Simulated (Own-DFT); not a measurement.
## Calculated data, Si12O23 (quartz with two neutral oxygen vacancies, strained, atoms displaced)

Computed with Own-DFT development build. A calculation, not a measurement: plane-wave PBE and HSE06 DFT by an unreviewed code, no spin, of a simulated cell at Gamma alone, so results move with cell size and shape, stress positive in tension, energies less offsets, not probed for a lower state with spin; oxygen file: force components 24 meV/angstrom off all-electron in a glass; k mesh not checked against a denser one; forces and stress are PBE's, HSE06 gives the energy alone, and its difference from PBE has offsets of its own; offsets are fitted by least squares, one for each functional and potential file, so energies compare only between cells with the same atoms and settings and are not formation energies; the far tail of each file's local potential was reset to the Coulomb form; each entry is a single point on an unrelaxed cell, so the pressure reflects the starting lattice, mostly measured values (interpolated for alloys), from which strain is counted, and rises with the displacements; printed positions are rounded, which can move forces by about a meV/angstrom; the program, named Own-DFT, is a retired in-house code; no spin-orbit coupling.

Common to all runs: first functional PBE; second functional HSE06; exact exchange share 0.25; screening 0.11 1/bohr; exchange divergence Gygi-Baldereschi; potential files PseudoDojo norm-conserving, scalar-relativistic, made for PBE, standard set; wave cutoff 48 hartree; occupations fixed; k mesh 1 x 1 x 1 centred on Gamma.

(1) Si12O23 (quartz with two neutral oxygen vacancies, strained, atoms displaced)

```
Si12O23
1.0
      9.9891    -0.1134    -0.0873
     -5.0928     8.6281     0.1459
     -0.0960     0.1298    10.9893
Si O Si O Si O Si O Si O Si O Si O Si O
3 6 3 5 3 6 3 6 3 6 3 5 3 6 3 6
Direct
  0.22105 0.99430 0.01413
  0.00908 0.22519 0.33799
  0.27965 0.26750 0.15822
  0.20645 0.14532 0.05061
  0.42214 0.29265 0.23372
  0.37188 0.07852 0.38109
  0.07819 0.37494 0.44195
  0.13085 0.19916 0.26850
  0.27463 0.41752 0.10645
  0.23407 0.00161 0.51131
  0.99043 0.22203 0.84148
  0.25690 0.24934 0.67088
  0.23114 0.14327 0.54998
  0.42001 0.29734 0.74089
  0.07837 0.36158 0.94255
  0.13213 0.20115 0.77923
  0.30027 0.44147 0.61577
  0.23003 0.49453 0.99854
  0.00804 0.74178 0.33815
  0.25914 0.76032 0.16903
  0.18682 0.61158 0.05877
  0.42043 0.79492 0.22537
  0.36558 0.56497 0.38626
  0.06775 0.86151 0.43584
  0.13074 0.71235 0.28025
  0.28516 0.92297 0.10498
  0.24196 0.50701 0.49396
  0.99563 0.73539 0.83167
  0.27606 0.77163 0.66899
  0.18652 0.62573 0.55507
  0.42475 0.79197 0.72090
  0.36910 0.57263 0.89865
  0.08067 0.87218 0.94822
  0.13035 0.69975 0.76473
  0.31002 0.92278 0.60175
  0.74751 0.00157 0.00687
  0.51571 0.24000 0.32073
  0.77317 0.26391 0.17592
  0.69249 0.11997 0.05411
  0.93704 0.31249 0.23883
  0.86483 0.07380 0.40596
  0.55953 0.35957 0.43811
  0.63937 0.19979 0.27475
  0.79743 0.42873 0.10637
  0.72607 0.99967 0.49381
  0.49820 0.23175 0.82674
  0.77942 0.27140 0.67670
  0.70884 0.11265 0.55658
  0.92176 0.28588 0.74043
  0.85596 0.07569 0.88812
  0.58371 0.36363 0.94864
  0.78549 0.41638 0.60883
  0.76133 0.53254 0.00094
  0.50731 0.73277 0.32686
  0.75679 0.75663 0.16279
  0.71524 0.63950 0.05588
  0.92769 0.78708 0.22140
  0.87444 0.57615 0.39273
  0.56819 0.87546 0.43756
  0.62538 0.70080 0.27256
  0.78705 0.91680 0.09928
  0.72510 0.47311 0.50084
  0.50430 0.73097 0.83565
  0.76558 0.77029 0.67084
  0.70431 0.63049 0.56392
  0.93101 0.79474 0.73510
  0.87256 0.58183 0.88585
  0.56594 0.86383 0.93037
  0.63923 0.71825 0.76760
  0.79654 0.92624 0.61076
```

It finds PBE energy of cell above offsets -7.871 eV; HSE06 less PBE above offsets 1.566 eV; PBE pressure 4.38 GPa; PBE stress xx -6.42 GPa; PBE stress yy -4.25 GPa; PBE stress zz -2.47 GPa; PBE stress yz 3.55 GPa; PBE stress xz -2.39 GPa; PBE stress xy 0.39 GPa.

Force:
| element | x (eV/Å) | y (eV/Å) | z (eV/Å) |
| --- | --- | --- | --- |
| Si | 2.004 | 6.215 | -2.245 |
| Si | -2.235 | 3.398 | 0.845 |
| Si | -4.853 | 0.07 | 1.066 |
| O | 0.63 | -1.561 | 0.068 |
| O | 1.615 | 1.477 | -1.3 |
| O | -1.196 | -1.492 | 2.227 |
| O | -0.013 | -3.516 | -2.029 |
| O | 1.294 | -0.113 | -0.81 |
| O | 2.359 | -0.221 | 1.677 |
| Si | 4.878 | -4.404 | -6.47 |
| Si | 5.354 | 6.721 | -1.984 |
| Si | -0.987 | 5.141 | -0.741 |
| O | -3.009 | 3.114 | 3.013 |
| O | -2.285 | 0.795 | -2.763 |
| O | -2.075 | -3.502 | -2.339 |
| O | -1.466 | -0.796 | 0.04 |
| O | 0.371 | -2.859 | -0.426 |
| Si | 0.689 | 2.214 | 0.304 |
| Si | -2.573 | -3.404 | -2.629 |
| Si | -1.51 | -2.109 | -1.102 |
| O | -0.641 | 3.297 | 2.272 |
| O | 2.433 | -0.377 | 0.833 |
| O | 1.305 | 1.911 | -1.176 |
| O | 1.171 | 5.809 | 5.308 |
| O | 3.55 | -0.131 | -2.51 |
| O | 2.431 | -1.594 | 2.843 |
| Si | -1.42 | 0.505 | 4.209 |
| Si | 7.813 | 3.854 | 0.463 |
| Si | -3.752 | -6.118 | -2.345 |
| O | 2.191 | 1.115 | 0.643 |
| O | 5.712 | -0.35 | 3.237 |
| O | 0.201 | -0.377 | -0.215 |
| O | -3.518 | -5.37 | -4.315 |
| O | -2.266 | 1.05 | 1.825 |
| O | -2.923 | 4.167 | -2.072 |
| Si | -8.076 | 1.027 | -5.39 |
| Si | -2.615 | -2.19 | 4.114 |
| Si | -0.031 | 1.288 | -4.832 |
| O | 1.627 | 1.74 | 2.668 |
| O | 1.343 | -1.807 | 0.368 |
| O | 3.458 | 1.61 | -3.995 |
| O | 1.308 | -0.085 | -0.909 |
| O | -0.26 | -0.131 | 0.324 |
| O | 0.246 | 0.163 | 0.331 |
| Si | 5.361 | -6.052 | 1.571 |
| Si | 3.609 | -1.031 | 4.883 |
| Si | -5.561 | -4.811 | -1.558 |
| O | -5.899 | 9.754 | 6.843 |
| O | 2.711 | 1.521 | -0.119 |
| O | -1.323 | -5.764 | 2.945 |
| O | 0.584 | 1.336 | -1.068 |
| O | 1.632 | 0.222 | 0.559 |
| Si | 1.267 | -10.33 | -1.016 |
| Si | -6.834 | 1.622 | 3.677 |
| Si | 2.763 | 1.144 | 3.292 |
| O | -2.782 | 1.946 | 0.675 |
| O | -2.1 | 0.073 | -0.539 |
| O | -2.13 | -2.808 | 2.035 |
| O | -0.706 | -4.427 | -3.497 |
| O | 4.584 | -0.223 | -3.079 |
| O | 3.272 | -2.16 | 3.952 |
| Si | -1.752 | 7.216 | -1.896 |
| Si | -1.686 | 0.393 | -2.599 |
| Si | 3.277 | -2.116 | -4.097 |
| O | 1.59 | -1.203 | 0.015 |
| O | -3.994 | 2.186 | -3.713 |
| O | -1.03 | -3.592 | 2.383 |
| O | 2.195 | 2.792 | 2.86 |
| O | -2.304 | -1.727 | 3.595 |
| O | -1.016 | 1.869 | -2.188 |

(2) Si12O23 (quartz with two neutral oxygen vacancies, strained, atoms displaced)

```
Si12O23
1.0
      9.6949     0.1325     0.0266
     -4.7327     8.4446     0.1506
      0.0292     0.2082    10.9537
Si O Si O Si O Si O Si O Si O Si O Si O
3 6 3 6 3 5 3 6 3 6 3 6 3 5 3 6
Direct
  0.23523 0.00657 0.00035
  0.98462 0.23442 0.33821
  0.28727 0.27244 0.17029
  0.22193 0.14195 0.05376
  0.43843 0.29019 0.21666
  0.36910 0.08402 0.40081
  0.07581 0.35758 0.45302
  0.14399 0.21624 0.27263
  0.29779 0.43323 0.10794
  0.23322 0.98040 0.50779
  0.99683 0.22498 0.83774
  0.25006 0.24891 0.65287
  0.21809 0.14731 0.54563
  0.43462 0.29671 0.73062
  0.37776 0.08269 0.88219
  0.07835 0.37958 0.95359
  0.12445 0.20580 0.77716
  0.29585 0.40986 0.61433
  0.22651 0.49670 0.99151
  0.00454 0.73704 0.35294
  0.25513 0.77459 0.16242
  0.19293 0.63287 0.07379
  0.43224 0.80081 0.24156
  0.38075 0.57384 0.40692
  0.07833 0.87240 0.43321
  0.28924 0.92662 0.11126
  0.24238 0.50124 0.50164
  0.00873 0.74925 0.83014
  0.25836 0.76176 0.66386
  0.19705 0.62661 0.56000
  0.42670 0.79758 0.72230
  0.35857 0.56226 0.88976
  0.08783 0.85836 0.93846
  0.11545 0.68636 0.77230
  0.29511 0.92257 0.60615
  0.72776 0.99255 0.01142
  0.49257 0.24207 0.32981
  0.77714 0.26674 0.16963
  0.71663 0.13126 0.05895
  0.93060 0.30826 0.22445
  0.85029 0.05491 0.39559
  0.59039 0.36615 0.44856
  0.64638 0.20882 0.27336
  0.79664 0.42492 0.10704
  0.72419 0.97688 0.50712
  0.48685 0.23727 0.83942
  0.77423 0.26130 0.67297
  0.71515 0.14164 0.56600
  0.93695 0.29747 0.72551
  0.86069 0.05937 0.89045
  0.59442 0.37568 0.93558
  0.63253 0.19084 0.77761
  0.78893 0.43235 0.60747
  0.72597 0.50706 0.99870
  0.49692 0.72346 0.33775
  0.76073 0.76835 0.16914
  0.70762 0.62940 0.05100
  0.92717 0.78542 0.23144
  0.56867 0.86096 0.43923
  0.62903 0.70030 0.29409
  0.78871 0.92354 0.10122
  0.72261 0.49952 0.50309
  0.50294 0.73751 0.83099
  0.76679 0.76601 0.66961
  0.72712 0.63958 0.56407
  0.91123 0.77225 0.72516
  0.86927 0.56872 0.87802
  0.56783 0.86615 0.94181
  0.62563 0.69846 0.77804
  0.80000 0.92586 0.62256
```

Results for Si12O23 (quartz with two neutral oxygen vacancies, strained, atoms displaced): PBE energy of cell above offsets -2.268 eV; HSE06 less PBE above offsets 0.770 eV; PBE pressure 12.27 GPa; PBE stress xx -12.96 GPa; PBE stress yy -16.76 GPa; PBE stress zz -7.09 GPa; PBE stress yz 2.25 GPa; PBE stress xz -5.36 GPa; PBE stress xy 3.93 GPa.

Force:
| element | x (eV/Å) | y (eV/Å) | z (eV/Å) |
| --- | --- | --- | --- |
| Si | 3.64 | -2.624 | -3.114 |
| Si | 3.913 | -0.251 | 0.945 |
| Si | -9.683 | -0.488 | -3.992 |
| O | -2.115 | 3.553 | 2.536 |
| O | 2.277 | 2.382 | -1.61 |
| O | -0.04 | -0.877 | -0.073 |
| O | -0.385 | -0.552 | -1.592 |
| O | -1.219 | -0.395 | 0.87 |
| O | 0.858 | -0.315 | -0.191 |
| Si | -5.215 | 7.082 | -7.62 |
| Si | -4.899 | 2.82 | 2.795 |
| Si | 3.183 | -2.079 | 9.672 |
| O | 0.985 | -5.928 | -2.834 |
| O | -5.365 | 0.543 | -4.922 |
| O | -4.815 | -11.37 | 6.725 |
| O | -7.053 | -10.81 | -5.881 |
| O | 6.748 | -1.17 | -3.452 |
| O | -3.786 | 9.482 | -4.329 |
| Si | 4.977 | 7.931 | 7.413 |
| Si | -0.111 | -8.485 | -6.108 |
| Si | 3.298 | -8.658 | 8.056 |
| O | 1.508 | -1.715 | -2.432 |
| O | -2.778 | -0.181 | -2.689 |
| O | -0.404 | -3.347 | 0.726 |
| O | 0.562 | 6.128 | 5.67 |
| O | -2.318 | 8.946 | -4.449 |
| Si | -1.528 | -3.055 | 2.706 |
| Si | -1.557 | -6.006 | 1.447 |
| Si | 1.781 | -5.22 | 3.479 |
| O | 0.446 | 0.87 | 0.288 |
| O | -0.287 | -0.33 | -0.039 |
| O | 1.396 | 2.835 | -1.86 |
| O | -0.311 | 2.83 | 1.575 |
| O | 3.969 | 1.644 | -2.92 |
| O | 2.333 | 0.354 | 3.673 |
| Si | -3.533 | 1.021 | -10.27 |
| Si | 8.577 | -1.549 | 6.096 |
| Si | -6.423 | -1.362 | -4.843 |
| O | -2.184 | 4.028 | 2.958 |
| O | 6.759 | 0.615 | 3.791 |
| O | 1.623 | 2.557 | -1.702 |
| O | -5.314 | -6.519 | -5.96 |
| O | -3.755 | -0.647 | 2.399 |
| O | -1.729 | 1.668 | -1.645 |
| Si | -2.119 | 4.268 | 1.096 |
| Si | 9.609 | 8.645 | -2.096 |
| Si | -4.88 | 1.665 | 0.148 |
| O | 1.615 | -3.912 | -2.658 |
| O | 1.792 | 0.536 | 1.358 |
| O | -0.406 | -0.228 | 1.561 |
| O | -4.114 | -5.003 | -2.216 |
| O | -0.898 | 1.14 | 0.408 |
| O | 2.3 | -2.137 | 1.808 |
| Si | 12.51 | -5.178 | -4.016 |
| Si | -4.532 | 4.975 | 0.59 |
| Si | 3.218 | -4.39 | 2.597 |
| O | -6.96 | 10.46 | 7.296 |
| O | -2.617 | 0.294 | -1.372 |
| O | -0.025 | -0.06 | 1.808 |
| O | 7.894 | -0.244 | -5.483 |
| O | 4.881 | -2.691 | 5.658 |
| Si | 7.321 | 3.55 | 0.315 |
| Si | -3.757 | -0.327 | 2.782 |
| Si | -1.923 | -6.245 | 1.255 |
| O | -4.126 | 3.912 | 1.387 |
| O | 3.383 | 2.89 | 0.694 |
| O | -1.648 | 1.042 | 3.065 |
| O | 0.219 | -0.616 | -0.13 |
| O | 3.607 | -0.151 | -2.203 |
| O | -2.363 | 4.458 | -2.94 |
